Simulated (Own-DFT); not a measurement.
## Calculated data, Si3Ge (layered order of Si and Ge on the diamond lattice, atoms displaced)

Computed with Own-DFT development build. A calculation, not a measurement: plane-wave density functional theory by an unreviewed code, no spin, of a simulated periodic cell, stress positive in tension, run twice, with PBE and with PBEsol, both on files made for PBE, so the change isn't that of files made for PBEsol, forces on such cells passed a denser k mesh, this cell's mesh not checked; the far tail of each file's local potential was reset to the Coulomb form; each entry is a single point on an unrelaxed cell, so the pressure reflects the starting lattice, mostly measured values (interpolated for alloys), from which strain is counted, and rises with the displacements; printed positions are rounded, which can move forces by about a meV/angstrom; the program, named Own-DFT, is a retired in-house code; no spin-orbit coupling; stress was not checked against mesh or cutoff.

```json
{"formula": "Si3Ge", "kind": "layered order of Si and Ge on the diamond lattice, atoms displaced", "structure": {"cell_angstrom": [[10.9755, 0.0, 0.0], [0.0, 10.9755, 0.0], [0.0, 0.0, 10.9755]], "atoms_fractional": [["Ge", 0.99871, 0.00221, 0.99933], ["Si", 0.99933, 0.252, 0.24411], ["Si", 0.25102, 0.99776, 0.25122], ["Ge", 0.24987, 0.25543, 0.00238], ["Ge", 0.12556, 0.12971, 0.12447], ["Si", 0.12665, 0.37469, 0.37155], ["Si", 0.37726, 0.12867, 0.3734], ["Ge", 0.37282, 0.37712, 0.12765], ["Si", 0.99467, 0.00301, 0.50023], ["Si", 0.0018, 0.24754, 0.75178], ["Si", 0.25172, 0.00128, 0.74908], ["Si", 0.25065, 0.25249, 0.50375], ["Si", 0.12491, 0.12563, 0.62609], ["Si", 0.12556, 0.37911, 0.87923], ["Si", 0.37869, 0.12716, 0.87296], ["Si", 0.37511, 0.37649, 0.62528], ["Ge", 0.00682, 0.5023, 0.00126], ["Si", 0.00221, 0.75033, 0.24922], ["Si", 0.25309, 0.50164, 0.25092], ["Ge", 0.25137, 0.75119, 0.00123], ["Ge", 0.12468, 0.62717, 0.12624], ["Si", 0.12163, 0.87769, 0.37243], ["Si", 0.37612, 0.62665, 0.37568], ["Ge", 0.3803, 0.87618, 0.12516], ["Si", 0.99863, 0.49928, 0.50238], ["Si", 0.99745, 0.74662, 0.75054], ["Si", 0.24624, 0.50102, 0.7491], ["Si", 0.24918, 0.74592, 0.5009], ["Si", 0.12867, 0.62547, 0.62462], ["Si", 0.12639, 0.87365, 0.87626], ["Si", 0.37415, 0.62345, 0.87765], ["Si", 0.37333, 0.87608, 0.62396], ["Ge", 0.5031, 0.00077, 0.99997], ["Si", 0.49908, 0.24564, 0.24828], ["Si", 0.74728, 0.99775, 0.24996], ["Ge", 0.74509, 0.24851, 0.99411], ["Ge", 0.62411, 0.12361, 0.12152], ["Si", 0.62676, 0.37868, 0.37374], ["Si", 0.87827, 0.12236, 0.37637], ["Ge", 0.8724, 0.3733, 0.12716], ["Si", 0.50123, 0.00209, 0.50191], ["Si", 0.49762, 0.25129, 0.74946], ["Si", 0.75231, 0.99327, 0.75071], ["Si", 0.75061, 0.2511, 0.49414], ["Si", 0.62883, 0.1267, 0.62682], ["Si", 0.6197, 0.37471, 0.87206], ["Si", 0.87044, 0.12555, 0.87649], ["Si", 0.8741, 0.37278, 0.62496], ["Ge", 0.50405, 0.49671, 0.0072], ["Si", 0.49725, 0.75204, 0.25533], ["Si", 0.74895, 0.49651, 0.24833], ["Ge", 0.74927, 0.74638, 0.9974], ["Ge", 0.6249, 0.6266, 0.12814], ["Si", 0.62572, 0.8761, 0.38027], ["Si", 0.87469, 0.62534, 0.37833], ["Ge", 0.87454, 0.87715, 0.12636], ["Si", 0.49756, 0.50168, 0.49358], ["Si", 0.50499, 0.74878, 0.75105], ["Si", 0.75247, 0.50271, 0.75068], ["Si", 0.75132, 0.75253, 0.49913], ["Si", 0.62951, 0.6264, 0.62721], ["Si", 0.62372, 0.87575, 0.87979], ["Si", 0.87812, 0.62593, 0.87786], ["Si", 0.87042, 0.87881, 0.62067]]}, "settings": {"functional": "PBE, then PBEsol", "potential_files": "PseudoDojo norm-conserving, scalar-relativistic, standard set", "wave_cutoff [hartree]": 42.0, "occupations": "Fermi-Dirac", "smearing_width [eV]": 0.1, "k_mesh": "3 x 3 x 3 centred on Gamma"}, "results": {"PBE_pressure [GPa]": 2.45, "PBE_stress_xx [GPa]": -2.44, "PBE_stress_yy [GPa]": -2.47, "PBE_stress_zz [GPa]": -2.45, "PBE_stress_yz [GPa]": -0.01, "PBE_stress_xz [GPa]": 0.44, "PBE_stress_xy [GPa]": 0.21, "PBEsol_pressure [GPa]": 0.66, "PBEsol_stress_xx [GPa]": -0.65, "PBEsol_stress_yy [GPa]": -0.68, "PBEsol_stress_zz [GPa]": -0.66, "PBEsol_stress_yz [GPa]": 0.01, "PBEsol_stress_xz [GPa]": 0.44, "PBEsol_stress_xy [GPa]": 0.21, "force_element": ["Ge", "Si", "Si", "Ge", "Ge", "Si", "Si", "Ge", "Si", "Si", "Si", "Si", "Si", "Si", "Si", "Si", "Ge", "Si", "Si", "Ge", "Ge", "Si", "Si", "Ge", "Si", "Si", "Si", "Si", "Si", "Si", "Si", "Si", "Ge", "Si", "Si", "Ge", "Ge", "Si", "Si", "Ge", "Si", "Si", "Si", "Si", "Si", "Si", "Si", "Si", "Ge", "Si", "Si", "Ge", "Ge", "Si", "Si", "Ge", "Si", "Si", "Si", "Si", "Si", "Si", "Si", "Si"], "PBE_force_x [eV/angstrom]": [0.239, 0.123, 0.034, 0.345, 0.139, -0.287, -0.447, 0.508, 0.961, -0.331, -0.197, -0.094, 0.038, 0.015, -0.628, -0.057, -1.203, -0.676, -0.452, 0.141, 0.654, 0.268, -0.469, -0.553, 0.398, 0.37, 0.631, 0.009, -0.9, -0.31, 0.462, 0.433, -0.625, 0.343, 0.174, 0.18, 0.39, -0.572, -0.622, 0.062, -0.16, 0.368, -0.561, 0.045, -0.101, 0.484, 0.589, 0.121, -0.5, 0.685, 0.271, 0.199, 0.015, -0.299, 0.131, -0.053, 0.634, -0.768, -0.031, -0.2, -0.368, 0.344, -0.121, 0.784], "PBE_force_y [eV/angstrom]": [-0.014, -0.363, 0.651, -0.505, -0.785, 0.152, -0.587, -0.327, -0.335, 0.435, -0.139, -0.224, -0.149, -0.596, -0.065, 0.311, -0.282, 0.049, 0.243, -0.001, 0.022, -0.334, -0.001, -0.061, -0.054, 0.756, -0.09, 0.936, -0.193, 0.277, -0.174, -0.373, 0.077, 0.841, 0.341, 0.591, 0.239, -0.699, 0.665, 0.221, 0.193, -0.084, 0.862, -0.124, -0.108, 0.423, -0.403, -0.006, 0.37, 0.055, 0.855, 0.566, 0.119, 0.017, -0.155, -0.522, -0.067, 0.236, -0.506, -0.37, -0.159, -0.425, -0.482, -0.74], "PBE_force_z [eV/angstrom]": [-0.479, 1.486, 0.251, -1.088, 0.522, 0.404, 0.591, 0.724, 0.267, 0.251, 0.25, -0.581, -0.155, -1.319, -0.001, -0.071, -0.134, 0.757, 0.614, -0.464, 0.792, 0.644, -0.135, 0.595, -0.212, -0.462, 0.326, -0.356, 0.109, -0.801, -0.636, 0.114, -0.809, 0.462, 0.73, -0.023, 1.162, -0.209, -0.964, -0.675, 0.022, -0.423, 0.29, 0.527, -0.052, -0.434, -1.055, 0.142, -1.206, 0.254, 0.862, 0.084, 0.77, -0.411, -0.545, 0.228, 1.05, 0.096, 0.183, 0.118, -0.6, -1.181, -0.664, 0.473], "PBEsol_force_x [eV/angstrom]": [0.23, 0.115, 0.043, 0.337, 0.14, -0.284, -0.449, 0.499, 0.957, -0.324, -0.195, -0.094, 0.038, 0.01, -0.619, -0.05, -1.162, -0.668, -0.442, 0.135, 0.639, 0.262, -0.468, -0.538, 0.396, 0.361, 0.622, 0.008, -0.892, -0.304, 0.453, 0.428, -0.603, 0.351, 0.173, 0.166, 0.373, -0.573, -0.613, 0.06, -0.161, 0.362, -0.558, 0.043, -0.088, 0.481, 0.573, 0.115, -0.494, 0.677, 0.277, 0.185, 0.013, -0.297, 0.128, -0.044, 0.627, -0.76, -0.026, -0.198, -0.363, 0.334, -0.123, 0.781], "PBEsol_force_y [eV/angstrom]": [-0.016, -0.358, 0.639, -0.491, -0.758, 0.149, -0.579, -0.322, -0.335, 0.43, -0.135, -0.224, -0.151, -0.587, -0.07, 0.318, -0.258, 0.038, 0.235, -0.005, 0.014, -0.326, 0.003, -0.055, -0.057, 0.749, -0.094, 0.928, -0.187, 0.27, -0.168, -0.374, 0.08, 0.836, 0.337, 0.565, 0.228, -0.692, 0.659, 0.214, 0.195, -0.088, 0.844, -0.126, -0.102, 0.425, -0.39, -0.014, 0.364, 0.064, 0.847, 0.55, 0.108, 0.019, -0.155, -0.505, -0.067, 0.233, -0.501, -0.371, -0.162, -0.411, -0.477, -0.733], "PBEsol_force_z [eV/angstrom]": [-0.39, 1.361, 0.153, -0.974, 0.431, 0.389, 0.581, 0.621, 0.271, 0.26, 0.258, -0.573, -0.157, -1.195, 0.099, -0.065, -0.052, 0.645, 0.504, -0.374, 0.685, 0.638, -0.142, 0.5, -0.208, -0.459, 0.329, -0.362, 0.11, -0.695, -0.533, 0.112, -0.698, 0.353, 0.621, 0.058, 1.042, -0.212, -0.969, -0.728, 0.023, -0.421, 0.3, 0.508, -0.041, -0.33, -0.941, 0.146, -1.094, 0.149, 0.744, 0.159, 0.668, -0.409, -0.549, 0.147, 1.038, 0.1, 0.195, 0.112, -0.599, -1.056, -0.545, 0.465], "rms_change_of_force_components_from_PBE_to_PBEsol [eV/angstrom]": 0.043}}
```
